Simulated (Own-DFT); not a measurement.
# Strain and stress in C40 NbSi2, 36 atoms (Nb12Si24)

All numbers below are calculated, not measured. They come from Own-DFT, an in-house plane-wave density functional program, since retired, whose code no person has reviewed. Each row is one single-point run on a periodic cell that was not relaxed, without spin or spin-orbit coupling.

Settings of every run: PBE; PseudoDojo norm-conserving scalar-relativistic files; cutoff 42 hartree; 4 x 4 x 5 k mesh centred on Gamma; cold (Marzari-Vanderbilt) smearing of 0.2 eV.

Known limits: forces on such cells failed a check on a denser k mesh; stress not checked against mesh or cutoff.

Unstrained cell vectors in Å: (0.000, 8.324, 0.000); (-9.613, 0.000, 0.000); (0.000, 0.000, 6.586). The unstrained cell was taken from the Materials Project. The random moves and any unrelaxed bonds add to the pressure at no strain. Each run strains this cell uniformly, with the atoms carried along. Every atom was also moved at random, by a Gaussian of width 0.05 Å on each axis. Strain is the symmetric tensor, in per cent. Stress is positive in tension, and the pressure is minus a third of its trace.

| run | e_xx (%) | e_yy (%) | e_zz (%) | e_yz (%) | e_xz (%) | e_xy (%) | s_xx (GPa) | s_yy (GPa) | s_zz (GPa) | s_yz (GPa) | s_xz (GPa) | s_xy (GPa) | P (GPa) | E (meV/atom) |
|---|---|---|---|---|---|---|---|---|---|---|---|---|---|---|
| 1 | 1.30 | -1.22 | 1.14 | -1.50 | 0.85 | 1.79 | 2.39 | -5.34 | 0.71 | -4.47 | 2.44 | 4.56 | 0.74 | 12.9 |
| 2 | -1.92 | -1.83 | -0.41 | 1.15 | 1.65 | -1.41 | -12.12 | -11.78 | -8.96 | 3.55 | 5.75 | -4.48 | 10.96 | 33.2 |
| 3 | 0.95 | -0.67 | -0.72 | 0.69 | 0.49 | -0.94 | 0.04 | -4.74 | -6.62 | 1.86 | 1.69 | -2.79 | 3.78 | 0.9 |
| 4 | 1.56 | 1.19 | -1.70 | -0.32 | 0.64 | 0.73 | 3.62 | 0.92 | -9.83 | -1.91 | 2.20 | 2.20 | 1.76 | 6.3 |
| 5 | -1.81 | 1.36 | 0.40 | -1.62 | -1.17 | 0.15 | -8.17 | 1.23 | -3.16 | -5.01 | -3.52 | 0.24 | 3.36 | 19.1 |
| 6 | -0.30 | -0.91 | -0.59 | 0.49 | -1.74 | -1.40 | -4.45 | -6.72 | -6.96 | 1.14 | -5.19 | -3.82 | 6.04 | 5.1 |
| 7 | 0.49 | -1.95 | 0.46 | 0.34 | 1.38 | 1.99 | -1.53 | -9.39 | -2.70 | 1.25 | 4.44 | 5.77 | 4.54 | 13.5 |
| 8 | 1.60 | 1.83 | 0.85 | 0.07 | 0.33 | 1.54 | 4.28 | 5.40 | 2.15 | 0.35 | 0.95 | 4.30 | -3.94 | 13.1 |
| 9 | -1.25 | -1.27 | -0.31 | 0.77 | -0.44 | 0.78 | -8.55 | -8.50 | -8.33 | 3.09 | -0.97 | 2.88 | 8.46 | 23.8 |
| 10 | -1.06 | -0.08 | 1.24 | -1.24 | -0.10 | 0.59 | -5.23 | -1.91 | 0.75 | -4.21 | -0.07 | 2.00 | 2.13 | 0.0 |
| 11 | -0.15 | 0.52 | -0.50 | -1.54 | -0.19 | 1.05 | -3.31 | -0.97 | -5.03 | -4.64 | -0.72 | 2.92 | 3.10 | 2.8 |
| 12 | -0.95 | -1.02 | 1.34 | -0.25 | 1.26 | -1.45 | -5.78 | -5.43 | 0.63 | -1.05 | 3.81 | -4.17 | 3.53 | 11.3 |
| 13 | -0.58 | 0.72 | 1.42 | -0.18 | -1.80 | 0.15 | -2.38 | 1.19 | 1.93 | -1.05 | -5.36 | 0.36 | -0.25 | 5.4 |
| 14 | 0.66 | 1.63 | -1.19 | -1.31 | 1.94 | 1.92 | -0.50 | 2.99 | -7.72 | -4.04 | 5.27 | 5.28 | 1.74 | 22.3 |
| 15 | 1.29 | -1.89 | -0.24 | -1.35 | -1.60 | -0.05 | 1.44 | -9.42 | -5.58 | -4.46 | -4.88 | -0.71 | 4.52 | 11.5 |
| 16 | 1.33 | -1.22 | 0.70 | 1.49 | -1.88 | -1.26 | ? | ? | ? | ? | ? | ? | ? | ? |

E is the free energy for each atom above the lowest run shown.

## Worked fit

Each stress component was fitted by least squares to a constant and the strains of the runs shown, as fractions, with shears doubled. Shear strains stay in the fit of a normal stress only where such slopes are resolved. The slopes, in GPa:

```
stress  at no strain  per e_xx  per e_yy  per e_zz  scatter
  s_xx          -2.6  382 ± 14   61 ± 12   79 ± 17     0.60
  s_yy          -2.7   63 ± 10   375 ± 9   99 ± 12     0.44
  s_zz          -4.1   84 ± 12   69 ± 11  440 ± 15     0.55
```

Each shear stress against twice its own strain: yz 159 ± 6, xz 151 ± 3, xy 150 ± 5 GPa. These are stiffnesses along x, y and z of the frame in which the cell vectors are given, which need not be the crystal's axes. The atoms are held to the strained lattice; where symmetry lets them move under strain, relaxing them would lower some slopes. The table should be nearly symmetric about its diagonal, and what it lacks of that shows the noise. A ninth of its sum, 184 ± 6 GPa, estimates the bulk modulus near the mean pressure of these runs, 3.4 GPa, so it lies above the value at zero pressure.

## Withheld run

Question: what normal stresses and pressure should run 16 give?

The fit gives s_xx = 2.3, s_yy = -5.7, s_zz = -0.7 and P = 1.4 GPa. The calculation gave 1.21, -5.37, -1.59 and P = 1.92 GPa.
